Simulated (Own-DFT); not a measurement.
Si4SnGe11 (diamond-structure random alloy, atoms displaced) (calculated)

Computed with Own-DFT development build. A calculation, not a measurement: plane-wave density functional theory by an unreviewed code, no spin, of a simulated periodic cell, stress positive in tension, run twice, with PBE and with PBEsol, both on files made for PBE, so the change isn't that of files made for PBEsol, forces on such cells moved up to 12 meV/angstrom on a denser k mesh; the far tail of each file's local potential was reset to the Coulomb form; each entry is a single point on an unrelaxed cell, so the pressure reflects the starting lattice, mostly measured values (interpolated for alloys), from which strain is counted, and rises with the displacements; printed positions are rounded, which can move forces by about a meV/angstrom; the program, named Own-DFT, is a retired in-house code; no spin-orbit coupling; stress was not checked against mesh or cutoff.

```xyz
64
Lattice="11.3064 0.0000 0.0000 0.0000 11.3064 0.0000 0.0000 0.0000 11.3064" Properties=species:S:1:pos:R:3:PBE_force_x:R:1:PBE_force_y:R:1:PBE_force_z:R:1:PBEsol_force_x:R:1:PBEsol_force_y:R:1:PBEsol_force_z:R:1 formula=Si4SnGe11 functional=PBE,then_PBEsol potential_files=PseudoDojo_norm-conserving,scalar-relativistic,standard_set wave_cutoff=49 occupations=Fermi-Dirac smearing_width=0.1 k_mesh=3_x_3_x_3_centred_on_Gamma PBE_pressure=4.05 PBE_stress_xx=-3.99 PBE_stress_yy=-4.04 PBE_stress_zz=-4.14 PBE_stress_yz=0.21 PBE_stress_xz=0.39 PBE_stress_xy=0.19 PBEsol_pressure=1.39 PBEsol_stress_xx=-1.32 PBEsol_stress_yy=-1.37 PBEsol_stress_zz=-1.46 PBEsol_stress_yz=0.2 PBEsol_stress_xz=0.38 PBEsol_stress_xy=0.19 rms_change_of_force_components_from_PBE_to_PBEsol=0.048
Ge    11.2956    11.2972     0.0319      0.969      1.032     -0.392      0.903      0.962     -0.404
Ge     0.0099     2.8558     2.7762      0.139     -0.441      0.608      0.129     -0.364      0.588
Si     2.8550    11.2998     2.8077     -0.906      0.081      0.118     -0.815      0.077      0.115
Si     2.7945     2.7870    11.2779     -0.588      1.287       0.94     -0.499       1.26      0.913
Si     1.4500     1.4647     1.4340      0.164     -0.627     -0.242      0.082     -0.616     -0.225
Ge     1.4229     4.2465     4.2723      0.032      0.441     -0.244      0.036      0.368     -0.238
Ge     4.1760     1.4386     4.2464      1.083     -0.864     -0.222      1.051     -0.767       -0.2
Ge     4.3043     4.2608     1.4307     -1.301      0.232     -0.636     -1.189       0.22     -0.611
Sn    11.2946     0.0424     5.6232       0.13     -0.644     -0.431      0.133      -0.63     -0.319
Ge    11.2779     2.8239     8.4395      0.224      0.658      0.183      0.213      0.567       0.18
Ge     2.8568    11.2666     8.4725     -1.116     -0.613     -1.077     -1.081     -0.597     -1.048
Ge     2.8703     2.8265     5.6679     -0.681      0.183      0.263     -0.655      0.171      0.247
Ge     1.4222     1.3830     7.0573      1.236      1.211      1.176      1.202      1.174      1.143
Si     1.3771     4.2424     9.9319      0.523     -0.242     -0.407      0.436     -0.232     -0.397
Sn     4.2894     1.3939     9.8486     -1.404      0.611      0.538      -1.32      0.544      0.478
Ge     4.2675     4.2524     7.0433     -0.216      0.511      0.485     -0.181      0.455      0.436
Ge    11.2955     5.6642    11.2997      0.426     -0.129     -0.067      0.363     -0.089     -0.029
Ge    11.2884     8.4809     2.8278     -0.099      0.731      0.186     -0.125       0.67      0.139
Si     2.8255     5.6757     2.8261     -0.127      0.027     -0.085     -0.121      0.024      -0.08
Ge     2.8763     8.4389    11.2986     -0.234      0.142      -0.12     -0.231      0.151     -0.115
Ge     1.3480     7.1379     1.4099      0.969     -0.912      0.089      0.904     -0.854      0.061
Si     1.3788     9.8944     4.2022      1.611     -0.738     -0.811      1.547     -0.764     -0.762
Ge     4.2428     7.0610     4.2793     -0.172     -0.277     -0.954     -0.135     -0.232     -0.882
Ge     4.2415     9.9067     1.4016     -0.319     -0.313      0.471      -0.27     -0.333      0.415
Si     0.0265     5.6837     5.6687      -0.26     -0.387      0.076      -0.21     -0.337      0.034
Si    11.2828     8.4729     8.4393      0.129      0.119      0.705      0.128      0.117      0.686
Si     2.8057     5.6435     8.5149     -0.335     -0.316     -0.258     -0.288     -0.269     -0.292
Ge     2.8682     8.4529     5.6434     -0.667      1.033     -0.544     -0.616      0.964     -0.491
Ge     1.4187     7.1271     7.0209     -0.185     -0.723       0.87     -0.132     -0.665      0.805
Ge     1.4503     9.9041     9.9027     -0.625      -0.72     -0.288      -0.57     -0.667     -0.255
Ge     4.2850     7.0194     9.8462     -1.583     -0.971      0.995     -1.493     -0.911      1.005
Ge     4.2496     9.9080     7.0155     -0.273      0.372     -0.499     -0.308      0.325     -0.448
Ge     5.5748    11.2859    11.2970      2.184     -1.023      1.147      2.117     -0.998      1.108
Ge     5.6595     2.8780     2.8205     -0.252     -0.806      0.211     -0.238     -0.768      0.196
Si     8.4533    11.3045     2.8218      0.796       0.84     -0.075      0.745      0.786     -0.107
Ge     8.5159     2.8020    11.3015     -0.203      0.088      0.358     -0.204      0.087      0.336
Ge     7.0406     1.4259     1.4242      0.213     -0.498     -0.053      0.174     -0.447      -0.08
Ge     7.1007     4.2204     4.1734      0.124      0.833       0.09      0.078      0.766      0.124
Si     9.9269     1.4378     4.2202     -1.852      1.069     -1.445     -1.786      1.089     -1.386
Ge     9.9156     4.2655     1.4065     -0.473      0.101      0.037     -0.415      0.067      0.004
Si     5.6815    11.2831     5.6727     -0.772     -0.134     -1.234     -0.758     -0.137     -1.207
Ge     5.6475     2.7906     8.4531      0.238      2.882      0.116       0.24      2.789      0.113
Ge     8.4953     0.0943     8.4534      1.196     -2.646      1.542      1.164      -2.56      1.501
Ge     8.4289     2.8588     5.6418      2.415      1.128      -1.23      2.278      1.094     -1.194
Sn     7.1210     1.4475     7.0966     -1.304     -0.389     -1.376     -1.229     -0.334     -1.291
Ge     7.0904     4.2072     9.9243     -0.192      0.047      -0.47     -0.186      0.053     -0.456
Ge     9.8663     1.4029     9.8649      0.816      0.143      0.462      0.779      0.135      0.439
Si     9.8895     4.3155     7.0596      0.237     -0.272     -0.468      0.186     -0.305     -0.414
Ge     5.6937     5.6853    11.2745      0.373     -0.119      0.768      0.333     -0.153      0.709
Ge     5.6534     8.4786     2.8325      0.267     -0.223      -0.22      0.231     -0.182      -0.18
Si     8.5137     5.6592     2.8150     -0.139      0.045     -0.046     -0.094     -0.003     -0.002
Ge     8.4888     8.4741    11.3048     -0.375      0.177      0.508     -0.327      0.197      0.452
Si     7.1146     7.0441     1.4662     -0.129      0.156      -0.28     -0.173      0.196      -0.32
Ge     7.0953     9.9358     4.1831     -0.264     -0.234      0.669     -0.267     -0.298      0.652
Ge     9.9151     7.0553     4.2442      0.055     -0.596     -0.075      0.054     -0.503     -0.075
Ge     9.9162     9.9562     1.3819     -0.883     -0.609      0.823     -0.818     -0.622      0.756
Ge     5.6918     5.6744     5.6034      0.446     -0.157      0.501      0.393     -0.182      0.451
Sn     5.7100     8.3951     8.4386     -0.876      1.291     -0.103     -0.909      1.313     -0.035
Ge     8.4848     5.6488     8.4847     -0.348      0.088      -0.47      -0.34      0.086     -0.381
Ge     8.5098     8.4504     5.6300     -0.575      0.326      0.279      -0.52      0.348      0.236
Si     7.0659     7.0944     7.0487      1.912     -1.987     -1.726      1.881     -1.955     -1.697
Ge     7.0621     9.8843     9.8508      1.017      1.211      1.179      0.987      1.175      1.146
Ge     9.8604     7.0404     9.9319      0.561      0.529     -0.853       0.51      0.482     -0.791
Ge     9.8973     9.9039     7.0649      -0.76     -1.013      1.008     -0.771     -0.943      0.944
```

Units: wave_cutoff in hartree; smearing_width in eV; PBE_pressure, PBE_stress_xx, PBE_stress_yy, PBE_stress_zz, PBE_stress_yz, PBE_stress_xz, PBE_stress_xy, PBEsol_pressure, PBEsol_stress_xx, PBEsol_stress_yy, PBEsol_stress_zz, PBEsol_stress_yz, PBEsol_stress_xz, PBEsol_stress_xy in GPa; rms_change_of_force_components_from_PBE_to_PBEsol, PBE_force_x, PBE_force_y, PBE_force_z, PBEsol_force_x, PBEsol_force_y, PBEsol_force_z in eV/Å.
